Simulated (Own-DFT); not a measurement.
Al₃GaAs₄ (zincblende random alloy, atoms displaced), Al₃GaAs₄ (zincblende random alloy, strained, atoms displaced) (calculated)

A calculation, not a measurement: plane-wave PBE density functional theory by an unreviewed code, no spin, of a simulated periodic cell, stress positive in tension, free energy of the whole cell less one offset for each atom, forces on such cells passed a denser k mesh, this cell's mesh not checked; offsets are fitted by least squares, one for each functional and potential file, so energies compare only between cells with the same atoms and settings and are not formation energies; the far tail of each file's local potential was reset to the Coulomb form; each entry is a single point on an unrelaxed cell, so the pressure reflects the starting lattice, mostly measured values, from which strain is counted, and rises with the displacements; printed positions are rounded, which can move forces by about a meV/angstrom; the program is a retired in-house code; no spin-orbit coupling; before rounding, a Quantum ESPRESSO 7.3.1 run of the same cell and cutoff gave forces within 1 meV/angstrom rms on each cell, which checks the program and not the settings. Program: Own-DFT development build.

Settings shared by all entries: functional PBE; potential files PseudoDojo norm-conserving, scalar-relativistic, standard set; wave cutoff 42 hartree; occupations Fermi-Dirac; smearing width 0.1 eV; k mesh 3 x 3 x 3 centred on Gamma.

(1) 
```cif
# cell vector a (Å): 11.3183 0.0000 0.0000
# cell vector b (Å): 0.0000 11.3183 0.0000
# cell vector c (Å): 0.0000 0.0000 11.3183
data_Al3GaAs4
_symmetry_space_group_name_H-M 'P 1'
_symmetry_Int_Tables_number 1
_cell_length_a 11.3183
_cell_length_b 11.3183
_cell_length_c 11.3183
_cell_angle_alpha 90.000
_cell_angle_beta 90.000
_cell_angle_gamma 90.000
_cell_volume 1449.92
loop_
_atom_site_label
_atom_site_type_symbol
_atom_site_fract_x
_atom_site_fract_y
_atom_site_fract_z
_atom_site_occupancy
Al1 Al 0.99774 0.00059 0.99907 1
Al2 Al 0.99904 0.25685 0.25052 1
Ga1 Ga 0.25159 0.99698 0.25144 1
Ga2 Ga 0.24780 0.25717 0.00369 1
As1 As 0.13002 0.12761 0.12191 1
As2 As 0.12720 0.37448 0.37780 1
As3 As 0.37237 0.12427 0.37594 1
As4 As 0.37737 0.37438 0.12407 1
Al3 Al 0.99925 0.00017 0.50119 1
Ga3 Ga 0.00164 0.25061 0.75286 1
Al4 Al 0.25383 0.99859 0.75279 1
Al5 Al 0.24971 0.25113 0.49358 1
As5 As 0.12700 0.11868 0.62357 1
As6 As 0.12746 0.37388 0.87721 1
As7 As 0.37476 0.12314 0.87316 1
As8 As 0.37616 0.37110 0.62240 1
Ga4 Ga 0.99879 0.49928 0.99930 1
Al6 Al 0.00327 0.74980 0.25317 1
Al7 Al 0.24573 0.50157 0.25256 1
Al8 Al 0.24935 0.75154 0.00000 1
As9 As 0.12856 0.62554 0.11926 1
As10 As 0.12660 0.87700 0.37497 1
As11 As 0.37535 0.62358 0.37431 1
As12 As 0.37767 0.87247 0.12766 1
Al9 Al 0.00195 0.49911 0.49839 1
Al10 Al 0.00011 0.74992 0.74692 1
Al11 Al 0.25611 0.50166 0.74630 1
Al12 Al 0.25284 0.75364 0.50325 1
As13 As 0.12796 0.62864 0.62245 1
As14 As 0.12342 0.87506 0.87388 1
As15 As 0.37730 0.62342 0.87432 1
As16 As 0.37493 0.87337 0.62600 1
Al13 Al 0.50377 0.99871 0.99847 1
Al14 Al 0.50008 0.24922 0.25180 1
Al15 Al 0.74861 0.00186 0.24789 1
Al16 Al 0.75778 0.25208 0.00110 1
As17 As 0.62681 0.12864 0.12121 1
As18 As 0.62467 0.37352 0.37720 1
As19 As 0.87598 0.12722 0.37454 1
As20 As 0.87570 0.37531 0.12399 1
Al17 Al 0.49981 0.00200 0.50213 1
Al18 Al 0.49769 0.25795 0.74983 1
Ga5 Ga 0.74785 0.99783 0.74638 1
Ga6 Ga 0.75064 0.25183 0.49922 1
As21 As 0.62706 0.12322 0.62477 1
As22 As 0.61963 0.37642 0.87774 1
As23 As 0.87768 0.12527 0.87200 1
As24 As 0.87106 0.37939 0.62748 1
Al19 Al 0.50421 0.49706 0.99898 1
Ga7 Ga 0.50081 0.75213 0.25139 1
Ga8 Ga 0.74950 0.49388 0.25130 1
Al20 Al 0.74970 0.75320 0.00095 1
As25 As 0.62210 0.62891 0.12596 1
As26 As 0.62296 0.87464 0.37595 1
As27 As 0.87348 0.62664 0.37503 1
As28 As 0.87473 0.87461 0.12199 1
Al21 Al 0.49611 0.49731 0.49975 1
Al22 Al 0.50399 0.75110 0.75139 1
Al23 Al 0.75164 0.50261 0.75157 1
Al24 Al 0.75063 0.74866 0.50321 1
As29 As 0.62652 0.62361 0.62235 1
As30 As 0.62373 0.87732 0.87233 1
As31 As 0.87154 0.62271 0.87556 1
As32 As 0.87308 0.87232 0.62448 1
_calc_free_energy_of_cell_above_offsets '-20.166'  # eV
_calc_pressure 2.96  # GPa
_calc_stress_xx -2.95  # GPa
_calc_stress_yy -2.93  # GPa
_calc_stress_zz -2.98  # GPa
_calc_stress_yz -0.14  # GPa
_calc_stress_xz -0.31  # GPa
_calc_stress_xy -0.28  # GPa
```

Force:
| element | x (eV/Å) | y (eV/Å) | z (eV/Å) |
| --- | --- | --- | --- |
| Al | 0.427 | 0.146 | 0.086 |
| Al | 0.439 | -0.805 | -0.113 |
| Ga | -0.058 | 0.362 | -0.429 |
| Ga | 0.655 | -0.717 | -0.372 |
| As | -0.777 | -0.297 | 0.594 |
| As | -0.448 | 0.308 | -0.405 |
| As | 0.494 | -0.014 | -0.143 |
| As | -0.076 | 0.463 | 0.588 |
| Al | -0.138 | -0.059 | -0.184 |
| Ga | 0.155 | -0.017 | -0.646 |
| Al | -0.346 | -0.092 | -0.234 |
| Al | -0.05 | -0.622 | 0.867 |
| As | 0.123 | 0.743 | 0.146 |
| As | -0.084 | 0.684 | -0.634 |
| As | 0.211 | 0.609 | 0.418 |
| As | -0.504 | 0.279 | -0.206 |
| Ga | 0.21 | 0.16 | -0.133 |
| Al | -0.139 | -0.07 | -0.557 |
| Al | 0.512 | -0.105 | -0.514 |
| Al | 0.396 | 0.061 | -0.385 |
| As | -0.538 | -0.095 | 0.689 |
| As | -0.183 | -0.239 | 0.322 |
| As | -0.208 | 0.26 | 0.19 |
| As | -0.142 | 0.342 | -0.528 |
| Al | -0.307 | 0.331 | 0.329 |
| Al | -0.063 | -0.246 | 0.396 |
| Al | -0.487 | -0.109 | 0.179 |
| Al | -0.031 | -0.271 | -0.635 |
| As | -0.204 | -0.483 | 0.144 |
| As | 0.031 | -0.012 | 0.089 |
| As | 0.088 | 0.265 | 0.206 |
| As | 0.466 | 0.284 | 0.215 |
| Al | -0.472 | 0.34 | 0.217 |
| Al | -0.047 | -0.153 | -0.214 |
| Al | 0.021 | -0.113 | 0.097 |
| Al | -0.695 | -0.269 | -0.615 |
| As | -0.043 | -0.12 | 0.217 |
| As | -0.288 | 0.039 | -0.103 |
| As | 0.041 | -0.131 | -0.126 |
| As | 0.149 | 0.278 | 0.209 |
| Al | -0.119 | -0.215 | -0.108 |
| Al | 0.354 | -1.202 | 0.17 |
| Ga | 0.359 | 0.263 | 0.267 |
| Ga | 0.107 | -0.263 | 0.281 |
| As | -0.404 | 0.732 | 0.09 |
| As | 1.289 | -0.342 | -0.415 |
| As | -0.473 | -0.178 | 0.138 |
| As | 0.699 | -0.37 | -0.198 |
| Al | -0.621 | 0.738 | 0.531 |
| Ga | -0.082 | -0.338 | 0.206 |
| Ga | -0.186 | 0.762 | -0.164 |
| Al | -0.225 | -0.302 | -0.225 |
| As | 0.46 | -0.518 | -0.106 |
| As | 0.433 | 0.287 | 0.192 |
| As | 0.256 | -0.327 | -0.057 |
| As | 0.244 | 0.115 | 0.621 |
| Al | 0.397 | 0.334 | -0.04 |
| Al | -0.306 | -0.411 | -0.359 |
| Al | -0.776 | -0.252 | 0.045 |
| Al | -0.29 | 0.093 | -0.505 |
| As | -0.353 | -0.1 | 0.277 |
| As | 0.397 | -0.284 | 0.315 |
| As | 0.448 | 0.629 | 0.069 |
| As | 0.303 | 0.238 | -0.049 |

(2) 
```cif
# cell vector a (Å): 11.3183 0.0000 0.0000
# cell vector b (Å): 0.0000 11.3183 0.0000
# cell vector c (Å): 0.0000 0.0000 11.3183
data_Al3GaAs4
_symmetry_space_group_name_H-M 'P 1'
_symmetry_Int_Tables_number 1
_cell_length_a 11.3183
_cell_length_b 11.3183
_cell_length_c 11.3183
_cell_angle_alpha 90.000
_cell_angle_beta 90.000
_cell_angle_gamma 90.000
_cell_volume 1449.92
loop_
_atom_site_label
_atom_site_type_symbol
_atom_site_fract_x
_atom_site_fract_y
_atom_site_fract_z
_atom_site_occupancy
Al1 Al 0.99454 0.99871 0.99114 1
Al2 Al 0.01246 0.25148 0.26257 1
Al3 Al 0.25451 0.99915 0.25285 1
Al4 Al 0.23891 0.26022 0.00140 1
As1 As 0.11595 0.12125 0.13353 1
As2 As 0.11570 0.38781 0.37555 1
As3 As 0.39105 0.13134 0.38575 1
As4 As 0.37244 0.36853 0.12138 1
Al5 Al 0.99410 0.00192 0.50112 1
Ga1 Ga 0.01406 0.25420 0.75443 1
Al6 Al 0.25304 0.99313 0.74274 1
Al7 Al 0.25679 0.25143 0.48435 1
As5 As 0.12785 0.13094 0.63055 1
As6 As 0.12977 0.37499 0.86819 1
As7 As 0.36179 0.12804 0.87761 1
As8 As 0.36612 0.37678 0.62217 1
Al8 Al 0.99551 0.49131 0.00617 1
Al9 Al 0.00398 0.76700 0.26637 1
Al10 Al 0.24433 0.49727 0.25269 1
Al11 Al 0.24551 0.75387 0.99667 1
As9 As 0.11635 0.62687 0.13038 1
As10 As 0.12757 0.86527 0.37905 1
As11 As 0.37715 0.61822 0.36489 1
As12 As 0.37317 0.88052 0.13868 1
Al12 Al 0.99774 0.50112 0.50578 1
Ga2 Ga 0.99319 0.75224 0.75020 1
Ga3 Ga 0.25251 0.49924 0.73348 1
Ga4 Ga 0.25183 0.75351 0.48714 1
As13 As 0.12225 0.61824 0.62240 1
As14 As 0.11272 0.87306 0.86888 1
As15 As 0.36958 0.63234 0.87380 1
As16 As 0.38552 0.87038 0.62711 1
Al13 Al 0.51134 0.99775 0.99945 1
Ga5 Ga 0.49469 0.24802 0.24194 1
Al14 Al 0.74266 0.00785 0.24154 1
Al15 Al 0.75005 0.24820 0.02111 1
As17 As 0.61906 0.13471 0.12446 1
As18 As 0.61447 0.37819 0.37039 1
As19 As 0.87628 0.13380 0.37239 1
As20 As 0.87945 0.36324 0.14516 1
Ga6 Ga 0.49630 0.00362 0.51087 1
Ga7 Ga 0.49028 0.24724 0.75466 1
Ga8 Ga 0.73946 0.99969 0.75097 1
Al16 Al 0.75729 0.25610 0.49375 1
As21 As 0.63393 0.12250 0.63558 1
As22 As 0.62655 0.37877 0.87343 1
As23 As 0.87184 0.12029 0.86505 1
As24 As 0.85931 0.37523 0.63563 1
Al17 Al 0.49964 0.49362 0.01002 1
Al18 Al 0.49504 0.76003 0.24191 1
Al19 Al 0.74995 0.51019 0.24375 1
Al20 Al 0.74809 0.76496 0.01009 1
As25 As 0.61915 0.61940 0.11185 1
As26 As 0.63303 0.87628 0.37653 1
As27 As 0.88982 0.63541 0.36840 1
As28 As 0.87047 0.87504 0.13508 1
Al21 Al 0.50318 0.50348 0.50150 1
Al22 Al 0.49284 0.74762 0.74642 1
Al23 Al 0.74426 0.50112 0.75172 1
Al24 Al 0.74456 0.74934 0.49547 1
As29 As 0.62340 0.61761 0.62966 1
As30 As 0.62317 0.86684 0.86898 1
As31 As 0.87831 0.63085 0.87208 1
As32 As 0.87332 0.87117 0.62175 1
_calc_free_energy_of_cell_above_offsets '-15.153'  # eV
_calc_pressure 3.77  # GPa
_calc_stress_xx -3.83  # GPa
_calc_stress_yy -3.91  # GPa
_calc_stress_zz -3.57  # GPa
_calc_stress_yz -0.04  # GPa
_calc_stress_xz -0.75  # GPa
_calc_stress_xy 0.28  # GPa
```

Force:
| element | x (eV/Å) | y (eV/Å) | z (eV/Å) |
| --- | --- | --- | --- |
| Al | -0.376 | 0.148 | 0.763 |
| Al | -0.431 | -0.512 | -0.309 |
| Al | -0.707 | 1.086 | 1.14 |
| Al | 0.029 | -1.533 | 0.264 |
| As | 0.82 | -0.062 | -0.807 |
| As | 1.203 | -0.883 | 0.668 |
| As | -1.014 | -0.853 | -1.432 |
| As | -0.762 | 0.667 | 0.648 |
| Al | 0.521 | 0.242 | 0.221 |
| Ga | -1.962 | -0.518 | -0.495 |
| Al | -0.476 | 0.342 | 0.674 |
| Al | -1.433 | 0.621 | 1.174 |
| As | 0.434 | -0.748 | -1.696 |
| As | -0.147 | 1.639 | 0.914 |
| As | 0.578 | -0.888 | 0.489 |
| As | 1.662 | -0.865 | -0.912 |
| Al | -0.014 | 0.409 | -0.412 |
| Al | -0.747 | -1.358 | -2.705 |
| Al | 0.239 | 0.396 | -0.962 |
| Al | -0.446 | -0.019 | 0.623 |
| As | 0.389 | 0.307 | -0.259 |
| As | 0.533 | 3.556 | 0.556 |
| As | 0.351 | 0.783 | 0.507 |
| As | -0.086 | 0.209 | -2.683 |
| Al | -1.41 | -0.123 | 0.219 |
| Ga | 0.436 | -0.655 | -0.937 |
| Ga | -0.427 | 0.899 | 1.64 |
| Ga | 1.146 | -1.815 | 1.58 |
| As | 0.267 | 1.665 | 0.002 |
| As | 1.541 | 0.475 | 0.341 |
| As | 0.171 | -1.183 | 0.291 |
| As | -1.727 | 0.322 | -1.053 |
| Al | -1.404 | 0.234 | -0.331 |
| Ga | 0.018 | 0.63 | 0.952 |
| Al | 0.472 | 0.058 | 1.001 |
| Al | 0.999 | 0.778 | -2.395 |
| As | -0.199 | -1.507 | 0.003 |
| As | 1.146 | -0.045 | -0.124 |
| As | -0.119 | -1.106 | -0.06 |
| As | -0.36 | 1.007 | -0.967 |
| Ga | 1.746 | -0.268 | -0.013 |
| Ga | 0.522 | 0.272 | -0.225 |
| Ga | 1.436 | -1.245 | 0.329 |
| Al | -1.246 | -0.066 | 0.434 |
| As | -1.503 | 1.631 | -1.776 |
| As | -0.499 | -0.901 | 1.164 |
| As | 0.05 | 1.002 | 1.194 |
| As | 1.905 | -0.194 | -0.792 |
| Al | -0.723 | -0.127 | -2.077 |
| Al | 1.475 | -1.6 | 1.226 |
| Al | 0.141 | -0.275 | 0.706 |
| Al | 0.036 | -1.641 | -1.088 |
| As | 0.833 | 1.747 | 1.307 |
| As | -1.456 | 0.701 | -0.641 |
| As | -1.906 | -1.318 | 1.103 |
| As | 0.817 | 0.898 | -0.259 |
| Al | -0.88 | -0.398 | -0.115 |
| Al | 0.986 | -1.034 | 0.669 |
| Al | 0.582 | 0.687 | 0.912 |
| Al | 0.885 | -0.878 | 0.535 |
| As | -0.058 | 1.248 | -0.619 |
| As | -0.082 | 0.347 | 0.589 |
| As | -1.086 | -0.8 | 1.26 |
| As | -0.682 | 0.41 | 0.044 |

(3) 
```cif
# cell vector a (Å): 11.1634 -0.1173 0.1340
# cell vector b (Å): -0.1173 11.4434 0.2253
# cell vector c (Å): 0.1340 0.2253 11.3392
data_Al3GaAs4
_symmetry_space_group_name_H-M 'P 1'
_symmetry_Int_Tables_number 1
_cell_length_a 11.1648
_cell_length_b 11.4462
_cell_length_c 11.3422
_cell_angle_alpha 87.741
_cell_angle_beta 88.648
_cell_angle_gamma 91.175
_cell_volume 1447.62
loop_
_atom_site_label
_atom_site_type_symbol
_atom_site_fract_x
_atom_site_fract_y
_atom_site_fract_z
_atom_site_occupancy
Al1 Al 0.99991 0.00306 0.99557 1
Al2 Al 0.99527 0.23826 0.25232 1
Ga1 Ga 0.24652 0.00094 0.24682 1
Al3 Al 0.25074 0.25285 0.99633 1
As1 As 0.12811 0.12193 0.12910 1
As2 As 0.11580 0.37691 0.37709 1
As3 As 0.37006 0.12344 0.37647 1
As4 As 0.37243 0.37787 0.11881 1
Ga2 Ga 0.99913 0.99779 0.49893 1
Al4 Al 0.99597 0.25206 0.74811 1
Ga3 Ga 0.25892 0.00591 0.74651 1
Al5 Al 0.25029 0.25668 0.50230 1
As5 As 0.11592 0.12874 0.62842 1
As6 As 0.12884 0.37525 0.88035 1
As7 As 0.36491 0.13118 0.87690 1
As8 As 0.38119 0.36546 0.62652 1
Al6 Al 0.00122 0.50148 0.00217 1
Al7 Al 0.00081 0.74828 0.25134 1
Al8 Al 0.25135 0.50330 0.25321 1
Al9 Al 0.25042 0.75841 0.99884 1
As9 As 0.12215 0.63837 0.12232 1
As10 As 0.12759 0.86893 0.37207 1
As11 As 0.38129 0.62406 0.37971 1
As12 As 0.37441 0.87798 0.12152 1
Ga4 Ga 0.00084 0.50442 0.49440 1
Ga5 Ga 0.99586 0.75085 0.75438 1
Al10 Al 0.25433 0.50353 0.75139 1
Ga6 Ga 0.24468 0.74621 0.49318 1
As13 As 0.12179 0.62740 0.62580 1
As14 As 0.13676 0.87660 0.87534 1
As15 As 0.37869 0.62182 0.87019 1
As16 As 0.37111 0.88256 0.62850 1
Al11 Al 0.50070 0.00459 0.99545 1
Al12 Al 0.50543 0.24981 0.24615 1
Al13 Al 0.75118 0.99969 0.24846 1
Al14 Al 0.74424 0.25237 0.99933 1
As17 As 0.62838 0.12081 0.12808 1
As18 As 0.62350 0.38276 0.37952 1
As19 As 0.87235 0.12652 0.37176 1
As20 As 0.87288 0.37287 0.12512 1
Al15 Al 0.50332 0.99891 0.50063 1
Al16 Al 0.49882 0.24788 0.74998 1
Al17 Al 0.74699 0.99593 0.75106 1
Al18 Al 0.75202 0.25180 0.50131 1
As21 As 0.62209 0.11970 0.62706 1
As22 As 0.63269 0.37985 0.87793 1
As23 As 0.87145 0.12561 0.87489 1
As24 As 0.87563 0.37745 0.62513 1
Al19 Al 0.50246 0.50436 0.99901 1
Al20 Al 0.50718 0.76053 0.24830 1
Ga7 Ga 0.74489 0.49739 0.24804 1
Al21 Al 0.74701 0.74813 0.99691 1
As25 As 0.62425 0.62694 0.12492 1
As26 As 0.62638 0.86838 0.38024 1
As27 As 0.87414 0.62706 0.38600 1
As28 As 0.87474 0.87772 0.11961 1
Al22 Al 0.49369 0.49960 0.50102 1
Al23 Al 0.50469 0.74951 0.75763 1
Al24 Al 0.75847 0.50864 0.74632 1
Ga8 Ga 0.75058 0.75624 0.50489 1
As29 As 0.62631 0.62221 0.63064 1
As30 As 0.62797 0.87685 0.87142 1
As31 As 0.87011 0.61390 0.87936 1
As32 As 0.87176 0.87889 0.62786 1
_calc_free_energy_of_cell_above_offsets '-17.983'  # eV
_calc_pressure 3.44  # GPa
_calc_stress_xx -4.1  # GPa
_calc_stress_yy -2.77  # GPa
_calc_stress_zz -3.44  # GPa
_calc_stress_yz 2.95  # GPa
_calc_stress_xz 1.47  # GPa
_calc_stress_xy -1.11  # GPa
```

Force:
| element | x (eV/Å) | y (eV/Å) | z (eV/Å) |
| --- | --- | --- | --- |
| Al | 0.758 | 0.045 | -0.099 |
| Al | 1.195 | 1.676 | -1.056 |
| Ga | 0.909 | -0.216 | 0.439 |
| Al | -0.156 | 0.092 | 0.986 |
| As | -0.865 | 0.556 | -0.851 |
| As | 0.593 | -0.545 | -0.554 |
| As | 0.329 | 0.213 | -0.06 |
| As | 0.123 | -0.265 | 0.823 |
| Ga | 0.52 | 0.326 | -0.304 |
| Al | 0.366 | 0.431 | 0.483 |
| Ga | -0.962 | 0.436 | -0.077 |
| Al | -0.379 | -0.496 | -0.361 |
| As | 0.685 | -0.413 | -0.382 |
| As | -0.963 | 0.223 | -0.676 |
| As | 1.028 | -0.616 | -0.006 |
| As | -1.02 | 0.957 | 0.17 |
| Al | 0.559 | -0.09 | 0.236 |
| Al | -0.632 | 0.482 | -0.073 |
| Al | -0.179 | 0.119 | -0.461 |
| Al | 1.011 | -0.821 | -0.197 |
| As | 0.192 | -1.444 | 0.321 |
| As | -0.823 | 0.635 | 0.088 |
| As | -0.593 | 0.607 | -0.869 |
| As | 0.214 | -0.076 | 0.427 |
| Ga | 0.259 | -0.101 | 0.821 |
| Ga | 0.458 | 0.117 | 0.113 |
| Al | -0.121 | -0.451 | -0.688 |
| Ga | 0.957 | 0.321 | 0.737 |
| As | -0.091 | -0.501 | 0.395 |
| As | -1.532 | 0.493 | -0.501 |
| As | -0.692 | 0.399 | 1.12 |
| As | 0.586 | -1.552 | -0.478 |
| Al | 0.126 | 0.197 | -0.066 |
| Al | -0.517 | 0.361 | 0.349 |
| Al | 0.306 | -0.472 | 0.221 |
| Al | 0.872 | -0.201 | 0.104 |
| As | -0.732 | 0.14 | -0.329 |
| As | -0.47 | -1.225 | 0.071 |
| As | -1.028 | -1.17 | 1.291 |
| As | 0.061 | -0.299 | 0.318 |
| Al | -0.322 | 0.175 | -0.393 |
| Al | 1.089 | 0.093 | 0.631 |
| Al | 0.934 | 1.279 | -0.555 |
| Al | -0.175 | 0.129 | 0.018 |
| As | 0.21 | 0.436 | -0.008 |
| As | -1.009 | -0.081 | -0.736 |
| As | -0.399 | -0.061 | 0.09 |
| As | -0.237 | -0.028 | -0.08 |
| Al | 0.262 | -0.182 | -0.187 |
| Al | -0.511 | -0.722 | -0.179 |
| Ga | 1.013 | 0.683 | 0.012 |
| Al | 0.71 | 0.397 | -0.016 |
| As | -0.476 | -0.023 | 0.341 |
| As | -0.123 | 1.063 | -0.318 |
| As | -0.733 | 0.168 | -1.231 |
| As | -0.277 | -0.697 | 0.531 |
| Al | 1.025 | 0.121 | 0.56 |
| Al | -0.09 | 0.6 | -1.247 |
| Al | -0.37 | -1.075 | -0.211 |
| Ga | 0.297 | -0.726 | 0.299 |
| As | -0.735 | 0.373 | -0.453 |
| As | -0.972 | -0.616 | 1.202 |
| As | 0.429 | 1.252 | 0.275 |
| As | 0.111 | -0.428 | 0.231 |

(4) 
```cif
# cell vector a (Å): 11.3183 0.0000 0.0000
# cell vector b (Å): 0.0000 11.3183 0.0000
# cell vector c (Å): 0.0000 0.0000 11.3183
data_Al3GaAs4
_symmetry_space_group_name_H-M 'P 1'
_symmetry_Int_Tables_number 1
_cell_length_a 11.3183
_cell_length_b 11.3183
_cell_length_c 11.3183
_cell_angle_alpha 90.000
_cell_angle_beta 90.000
_cell_angle_gamma 90.000
_cell_volume 1449.92
loop_
_atom_site_label
_atom_site_type_symbol
_atom_site_fract_x
_atom_site_fract_y
_atom_site_fract_z
_atom_site_occupancy
Al1 Al 0.00489 0.00168 0.00105 1
Ga1 Ga 0.00026 0.24966 0.24940 1
Ga2 Ga 0.25052 0.99978 0.25346 1
Al2 Al 0.24877 0.25013 0.00410 1
As1 As 0.12656 0.12629 0.12330 1
As2 As 0.12662 0.37571 0.37542 1
As3 As 0.37508 0.12005 0.36812 1
As4 As 0.37291 0.37380 0.12741 1
Ga3 Ga 0.00497 0.99946 0.49498 1
Ga4 Ga 0.00262 0.25462 0.75002 1
Ga5 Ga 0.25258 0.00154 0.74969 1
Al3 Al 0.25018 0.25235 0.49642 1
As5 As 0.12588 0.12358 0.62043 1
As6 As 0.12444 0.37122 0.87142 1
As7 As 0.36960 0.12881 0.87290 1
As8 As 0.37929 0.37546 0.62219 1
Al4 Al 0.00009 0.50098 0.99951 1
Al5 Al 0.00042 0.75015 0.25302 1
Al6 Al 0.25226 0.49992 0.25095 1
Ga6 Ga 0.24687 0.74592 0.99990 1
As9 As 0.12712 0.62289 0.12818 1
As10 As 0.12516 0.87101 0.37418 1
As11 As 0.37325 0.62467 0.37325 1
As12 As 0.37553 0.87799 0.12125 1
Al7 Al 0.00398 0.49965 0.49790 1
Al8 Al 0.00005 0.74818 0.75363 1
Ga7 Ga 0.25071 0.50425 0.75290 1
Al9 Al 0.25175 0.75312 0.50023 1
As13 As 0.12534 0.62884 0.62305 1
As14 As 0.12270 0.87245 0.87675 1
As15 As 0.37516 0.62156 0.87350 1
As16 As 0.37565 0.87549 0.63015 1
Al10 Al 0.50048 0.00346 0.00448 1
Al11 Al 0.49540 0.25050 0.25145 1
Ga8 Ga 0.75273 0.99996 0.25012 1
Al12 Al 0.74947 0.25150 0.00087 1
As17 As 0.62212 0.12441 0.12590 1
As18 As 0.62383 0.37969 0.37132 1
As19 As 0.87891 0.12151 0.37497 1
As20 As 0.87267 0.37003 0.12515 1
Al13 Al 0.49642 0.00143 0.49544 1
Al14 Al 0.50210 0.24975 0.74786 1
Al15 Al 0.74619 0.00120 0.74903 1
Al16 Al 0.75304 0.25009 0.49793 1
As21 As 0.62489 0.11967 0.62474 1
As22 As 0.62409 0.37720 0.87737 1
As23 As 0.87692 0.13002 0.87480 1
As24 As 0.87263 0.37400 0.62956 1
Al17 Al 0.50582 0.50237 0.99623 1
Al18 Al 0.49728 0.75150 0.24767 1
Al19 Al 0.75216 0.50171 0.25374 1
Al20 Al 0.75254 0.74820 0.00110 1
As25 As 0.61871 0.62518 0.12478 1
As26 As 0.62450 0.87044 0.37364 1
As27 As 0.87769 0.62733 0.37750 1
As28 As 0.87657 0.87500 0.12729 1
Al21 Al 0.49669 0.50147 0.50129 1
Al22 Al 0.49279 0.75367 0.74501 1
Al23 Al 0.75290 0.50498 0.75295 1
Al24 Al 0.74628 0.75120 0.49933 1
As29 As 0.62440 0.62094 0.62401 1
As30 As 0.62402 0.87547 0.87429 1
As31 As 0.87287 0.62319 0.87618 1
As32 As 0.87258 0.87586 0.62309 1
_calc_free_energy_of_cell_above_offsets '-20.045'  # eV
_calc_pressure 2.98  # GPa
_calc_stress_xx -2.98  # GPa
_calc_stress_yy -3  # GPa
_calc_stress_zz -2.98  # GPa
_calc_stress_yz -0.26  # GPa
_calc_stress_xz -0.61  # GPa
_calc_stress_xy -0.17  # GPa
```

Force:
| element | x (eV/Å) | y (eV/Å) | z (eV/Å) |
| --- | --- | --- | --- |
| Al | -0.648 | -0.042 | -0.142 |
| Ga | 0.082 | -0.063 | 0.038 |
| Ga | -0.441 | -0.448 | -0.814 |
| Al | 0.082 | 0.254 | -0.485 |
| As | -0.033 | -0.244 | 0.556 |
| As | -0.131 | -0.029 | -0.335 |
| As | -0.1 | 0.801 | 0.903 |
| As | 0.386 | 0.424 | -0.52 |
| Ga | -0.341 | -0.323 | 0.513 |
| Ga | -0.242 | -0.765 | -0.466 |
| Ga | -0.667 | -0.123 | 0.143 |
| Al | 0.386 | -0.423 | 0.223 |
| As | 0.107 | 0.332 | 0.306 |
| As | 0.442 | 0.78 | 0.753 |
| As | 0.75 | -0.016 | 0.449 |
| As | -0.62 | -0.158 | 0.328 |
| Al | 0.066 | -0.499 | 0.142 |
| Al | -0.06 | -0.195 | -0.46 |
| Al | -0.174 | -0.172 | -0.031 |
| Ga | 0.402 | 0.216 | -0.011 |
| As | -0.448 | 0.018 | -0.061 |
| As | 0.327 | 0.28 | 0.011 |
| As | 0.185 | 0.359 | 0.277 |
| As | -0.41 | -0.386 | 0.257 |
| Al | -0.465 | -0.078 | 0.565 |
| Al | -0.355 | 0.229 | -0.522 |
| Ga | -0.275 | -0.608 | -0.647 |
| Al | 0.123 | -0.189 | 0.109 |
| As | 0.013 | -0.227 | 0.2 |
| As | 0.326 | 0.29 | -0.213 |
| As | 0.273 | 0.645 | 0.302 |
| As | -0.409 | 0.555 | -1.244 |
| Al | -0.191 | -0.106 | -0.982 |
| Al | 0.575 | 0.067 | -0.219 |
| Ga | -0.393 | -0.065 | 0.023 |
| Al | -0.249 | -0.385 | -0.138 |
| As | 0.445 | 0.456 | 0.277 |
| As | -0.076 | -0.545 | 0.547 |
| As | -0.261 | 0.454 | -0.057 |
| As | 0.251 | 0.865 | 0.156 |
| Al | 0.386 | -0.484 | 0.352 |
| Al | -0.053 | -0.017 | 0.124 |
| Al | 0.682 | -0.177 | 0.374 |
| Al | -0.43 | -0.028 | 0.075 |
| As | -0.19 | 0.703 | -0.574 |
| As | 0.4 | -0.332 | -0.556 |
| As | -0.158 | -0.554 | 0.014 |
| As | 0.265 | 0.453 | -0.635 |
| Al | -0.884 | -0.352 | 0.479 |
| Al | -0.144 | 0.014 | 0.009 |
| Al | -0.011 | 0.142 | -0.589 |
| Al | -0.54 | 0.313 | 0.111 |
| As | 0.924 | 0.104 | 0.209 |
| As | -0.238 | 0.554 | -0.076 |
| As | -0.233 | -0.162 | 0.033 |
| As | 0.213 | -0.047 | -0.361 |
| Al | 0.363 | -0.008 | -0.448 |
| Al | 1.14 | -0.85 | 0.793 |
| Al | -0.594 | -0.642 | -0.288 |
| Al | 0.277 | -0.278 | 0.308 |
| As | -0.112 | 0.596 | 0.224 |
| As | -0.136 | -0.182 | 0.225 |
| As | 0.513 | 0.35 | 0.248 |
| As | 0.323 | -0.055 | 0.218 |
